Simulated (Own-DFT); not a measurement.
Simulation results for GaP (zincblende, atoms displaced)

All values are calculated (Own-DFT development build). A calculation, not a measurement: plane-wave PBE density functional theory by an unreviewed code, no spin, of a simulated periodic cell, stress positive in tension, free energy of the whole cell less one offset for each atom, forces on such cells passed a denser k mesh, this cell's mesh not checked; offsets are fitted by least squares, one for each functional and potential file, so energies compare only between cells with the same atoms and settings and are not formation energies; the far tail of each file's local potential was reset to the Coulomb form; each entry is a single point on an unrelaxed cell, so the pressure reflects the starting lattice, mostly measured values (interpolated for alloys), from which strain is counted, and rises with the displacements; printed positions are rounded, which can move forces by about a meV/angstrom; the program, named Own-DFT, is a retired in-house code; no spin-orbit coupling.

### GaP (zincblende, atoms displaced)

```
cell vectors (Å)
  16.3515     0.0000     0.0000
   0.0000    10.9010     0.0000
   0.0000     0.0000    10.9010
atoms (fractions of the cell vectors)
Ga  0.00048  0.01056  0.01887
Ga  0.01103  0.28271  0.24899
Ga  0.16605  0.00732  0.23387
Ga  0.17251  0.26069  0.99293
P   0.07758  0.11286  0.12305
P   0.09326  0.37109  0.38310
P   0.25618  0.12231  0.36977
P   0.24614  0.36512  0.13133
Ga  0.98949  0.99311  0.49886
Ga  0.99645  0.25420  0.74724
Ga  0.16262  0.00748  0.72134
Ga  0.15737  0.27976  0.52988
P   0.09679  0.11929  0.62872
P   0.08200  0.37723  0.87449
P   0.25100  0.12283  0.88148
P   0.23353  0.37202  0.62884
Ga  0.99360  0.52575  0.01423
Ga  0.00527  0.75817  0.24317
Ga  0.16398  0.48954  0.22643
Ga  0.17466  0.75783  0.99456
P   0.09054  0.64357  0.10627
P   0.08444  0.85780  0.36501
P   0.26328  0.63440  0.36524
P   0.25806  0.84327  0.11263
Ga  0.99484  0.51816  0.51831
Ga  0.99380  0.74040  0.76436
Ga  0.15254  0.48861  0.76452
Ga  0.17287  0.75968  0.50028
P   0.07692  0.61345  0.61389
P   0.08659  0.88348  0.88033
P   0.26616  0.62141  0.88567
P   0.24135  0.88032  0.64868
Ga  0.31633  0.99316  0.01707
Ga  0.33477  0.24234  0.23229
Ga  0.49199  0.99391  0.24587
Ga  0.50169  0.26848  0.01102
P   0.42326  0.11820  0.11282
P   0.43003  0.35355  0.38503
P   0.57840  0.11626  0.36565
P   0.56569  0.38132  0.14932
Ga  0.33483  0.99428  0.47352
Ga  0.32649  0.24756  0.76064
Ga  0.50096  0.01458  0.74362
Ga  0.49724  0.25227  0.50091
P   0.41422  0.12478  0.62123
P   0.42635  0.37407  0.87482
P   0.58945  0.13435  0.87075
P   0.57822  0.36597  0.64510
Ga  0.34834  0.51639  0.00412
Ga  0.32097  0.75746  0.25765
Ga  0.49982  0.50227  0.25367
Ga  0.49496  0.73551  0.99595
P   0.43120  0.62325  0.13152
P   0.41797  0.86653  0.36048
P   0.57893  0.60979  0.37037
P   0.60776  0.88141  0.12566
Ga  0.33801  0.47876  0.49284
Ga  0.33176  0.74553  0.76366
Ga  0.49393  0.49166  0.70643
Ga  0.50299  0.75271  0.48414
P   0.40984  0.61459  0.64678
P   0.42546  0.88199  0.88818
P   0.57715  0.64695  0.88609
P   0.58052  0.87642  0.63052
Ga  0.66991  0.99935  0.00302
Ga  0.66124  0.25189  0.22855
Ga  0.82569  0.98006  0.22803
Ga  0.83364  0.26237  0.99566
P   0.74394  0.14556  0.12369
P   0.75928  0.37462  0.35591
P   0.92730  0.14289  0.37450
P   0.93823  0.36802  0.13009
Ga  0.67188  0.99145  0.51041
Ga  0.65967  0.24190  0.75055
Ga  0.83562  0.01803  0.73838
Ga  0.82246  0.24984  0.47567
P   0.76361  0.15060  0.63004
P   0.74822  0.37565  0.86040
P   0.92249  0.09642  0.88930
P   0.91259  0.37404  0.62963
Ga  0.67388  0.52760  0.99307
Ga  0.69428  0.77680  0.24756
Ga  0.82725  0.50174  0.25466
Ga  0.81749  0.75860  0.02779
P   0.76616  0.61491  0.14574
P   0.74985  0.87354  0.37343
P   0.91261  0.63687  0.39078
P   0.92638  0.86594  0.12518
Ga  0.66344  0.52114  0.50488
Ga  0.68114  0.75125  0.75470
Ga  0.83376  0.49870  0.73201
Ga  0.84188  0.75467  0.51723
P   0.74708  0.61825  0.62665
P   0.74852  0.86999  0.86316
P   0.91896  0.60645  0.85316
P   0.91640  0.85981  0.63857
```

```
functional                        : PBE
potential files                   : PseudoDojo norm-conserving, scalar-relativistic, standard set
wave cutoff                       : 42 hartree
occupations                       : Fermi-Dirac
smearing width                    : 0.1 eV
k mesh                            : 2 x 3 x 3 centred on Gamma
free energy of cell above offsets : -19.150 eV
pressure                          : 8.16 GPa
stress xx                         : -7.96 GPa
stress yy                         : -8.23 GPa
stress zz                         : -8.3 GPa
stress yz                         : 1.51 GPa
stress xz                         : -2.81 GPa
stress xy                         : 0.56 GPa
```

Force:
| element | x (eV/Å) | y (eV/Å) | z (eV/Å) |
| --- | --- | --- | --- |
| Ga | -0.438 | -3.683 | -1.731 |
| Ga | 2.442 | -4.49 | 3.094 |
| Ga | 1.037 | -1.498 | 1.518 |
| Ga | -1.161 | -1.301 | -0.293 |
| P | 2.68 | 4.466 | 1.775 |
| P | -1.114 | 2.602 | -0.914 |
| P | -1.658 | 0.86 | -0.684 |
| P | 1.985 | 0.835 | -1.462 |
| Ga | 1.335 | -0.025 | -0.188 |
| Ga | 0.627 | -1.372 | 0.914 |
| Ga | 2.139 | -2.398 | 7.189 |
| Ga | -2.827 | -5.324 | -3.818 |
| P | -6.658 | 4.771 | -4.377 |
| P | -2.419 | -1.695 | 2.853 |
| P | -1.094 | -0.775 | -0.358 |
| P | 6.429 | 3.944 | 3.966 |
| Ga | 0.397 | -1.165 | -1.22 |
| Ga | -0.315 | -2.601 | 0.843 |
| Ga | -0.476 | 2.006 | 2.067 |
| Ga | -1.054 | -1.037 | -2.914 |
| P | -0.863 | -1.47 | 1.716 |
| P | 1.065 | 2.836 | 1.485 |
| P | -3.311 | -4.222 | 3.154 |
| P | -0.88 | 3.006 | 1.486 |
| Ga | -3.041 | -3.662 | -3.151 |
| Ga | 2.716 | 1.166 | -0.605 |
| Ga | 2.541 | 3.025 | -2.353 |
| Ga | -0.219 | -1.224 | 0.138 |
| P | 4.564 | 3.92 | 3.799 |
| P | -0.503 | -0.233 | -0.716 |
| P | -3.578 | -0.537 | -0.443 |
| P | 3.693 | -2.974 | -3.042 |
| Ga | 2.671 | 1.219 | -1.502 |
| Ga | 1.031 | -0.717 | 1.486 |
| Ga | 1.987 | 0.383 | -0.571 |
| Ga | 0.163 | -1.536 | -1.19 |
| P | -1.219 | 0.043 | -0.228 |
| P | -4.179 | 3.569 | -4.043 |
| P | 1.095 | 0.595 | 1.187 |
| P | 4.098 | -1.447 | -3.112 |
| Ga | 0.305 | -0.145 | 2.199 |
| Ga | 1.12 | 0.5 | -0.643 |
| Ga | -0.052 | -0.509 | 1.015 |
| Ga | 3.343 | -3.421 | 2.74 |
| P | -1.013 | -0.017 | -0.258 |
| P | -1.523 | 0.812 | -0.758 |
| P | -1.891 | -1.983 | 2.543 |
| P | 2.459 | -0.71 | -3.608 |
| Ga | 0.3 | -2.348 | 0.347 |
| Ga | 4.065 | 0.639 | -1.434 |
| Ga | -2.257 | 0.11 | 2.401 |
| Ga | -0.51 | 3.2 | 1.761 |
| P | -2.508 | 0.994 | 1.09 |
| P | -0.315 | -0.205 | 0.66 |
| P | 1.571 | 2.756 | 0.65 |
| P | -3.534 | -1.608 | 1.215 |
| Ga | -0.499 | 0.871 | 0.579 |
| Ga | 1.033 | 1.984 | -0.15 |
| Ga | 0.545 | -0.126 | 4.586 |
| Ga | 0.001 | -0.81 | 1.339 |
| P | -1.997 | 2.767 | -3.884 |
| P | -1.431 | 0.371 | -0.819 |
| P | 3.642 | -2.962 | -3.623 |
| P | 0.86 | -0.808 | -0.368 |
| Ga | 0.868 | 1.869 | -2.336 |
| Ga | -1.645 | 0.905 | 2.865 |
| Ga | 0.858 | 2.178 | 0.831 |
| Ga | 0.799 | -0.761 | 0.012 |
| P | 2.623 | -2.477 | -1.863 |
| P | -4.228 | -0.437 | 1.191 |
| P | -1.033 | -1.094 | -0.593 |
| P | -5.019 | 3.46 | -3.55 |
| Ga | -0.774 | 1.432 | -0.43 |
| Ga | 2.321 | 1.113 | -0.595 |
| Ga | 0.829 | -2.076 | 1.328 |
| Ga | 2.767 | -0.301 | 0.81 |
| P | -2.429 | -1.083 | -0.683 |
| P | 0.123 | 0.925 | 1.102 |
| P | -2.022 | 3.499 | -2.226 |
| P | 0.477 | -1.074 | -2.368 |
| Ga | -0.775 | -1.064 | 0.212 |
| Ga | -3.965 | -4.629 | -3.579 |
| Ga | 5.968 | -1.779 | 2.274 |
| Ga | 1.901 | 0.562 | -2.542 |
| P | -4.331 | 2.879 | -3.46 |
| P | 3.855 | 2.937 | 5.569 |
| P | 0.9 | -1.285 | -2.246 |
| P | -2.205 | 0.812 | -1.112 |
| Ga | -0.619 | -2.733 | -0.723 |
| Ga | -3.824 | -1.711 | -1.287 |
| Ga | -0.828 | -0.507 | 1.399 |
| Ga | -2.603 | -0.607 | -1.318 |
| P | 1.004 | 1.66 | -0.141 |
| P | 2.529 | 3.044 | 2.739 |
| P | -1.613 | 0.116 | 2.849 |
| P | 0.689 | 3.014 | 0.538 |
